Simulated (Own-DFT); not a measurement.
# Which defects push the lattice out? C11b WSi2

No measurement is shown. These are fixed-geometry runs of a retired plane-wave code named Own-DFT, which no person has reviewed; spin and spin-orbit coupling are neglected.

Common settings: PBE; PseudoDojo norm-conserving scalar-relativistic files; cutoff 50 hartree; 5 x 5 x 5 k mesh centred on Gamma; cold (Marzari-Vanderbilt) smearing of 0.2 eV.

Known weak points: forces on such cells failed a check on a denser k mesh; stress not checked against mesh or cutoff.

All runs share one cell, with vectors in Å (-2.148, -5.953, 3.409); (-6.444, 2.976, 1.136); (-2.553, -2.948, -6.757) and a volume of 403.2 Å³. u is the rms random offset of the atoms per axis. The defect's site can differ from row to row.

```
cell,formula,u (Å),P (GPa)
no defect,Si20W10,0.0169,4.30
no defect,Si20W10,0.0183,4.53
no defect,Si20W10,0.0502,5.47
one W vacancy,Si20W9,0.0268,3.66
one W vacancy,Si20W9,0.0322,3.22
one W vacancy,Si20W9,0.0458,?
one W vacancy,Si20W9,0.0486,4.32
one Si on a W site,Si21W9,0.0280,6.06
one Si on a W site,Si21W9,0.0502,7.22
one Si on a W site,Si21W9,0.0512,7.83
one Si vacancy,Si19W10,0.0290,3.42
one Si vacancy,Si19W10,0.0493,4.55
one Si vacancy,Si19W10,0.0519,4.64
one W on a Si site,Si19W11,0.0316,10.00
one W on a Si site,Si19W11,0.0484,10.88
one W on a Si site,Si19W11,0.0487,10.97
```

## What the rows give

P = P0 + c u² + a shift for each defect gives P0 = 4.11 GPa, c = 623 ± 78 GPa/Å² and a scatter of 0.25 GPa. The shifts, and each times the cell's volume:

- one W on a Si site: 5.32 ± 0.21 GPa, 13.4 eV
- one Si on a W site: 1.69 ± 0.21 GPa, 4.3 eV
- one Si vacancy: -1.15 ± 0.22 GPa, -2.9 eV
- one W vacancy: -1.23 ± 0.20 GPa, -3.1 eV

Positive is outwards. The product with the volume (160.2 GPa Å³ to the eV) is nearly free of the cell's size; divided by the bulk modulus at the cell's pressure it gives the volume that the defect adds. The atoms around the defects weren't relaxed, which would change these numbers.

## Check

Asked: what pressure belongs in the blank (one W vacancy, u = 0.0458 Å)?

Estimate: 4.18 ± 0.29 GPa. The hidden result is 3.40 GPa.
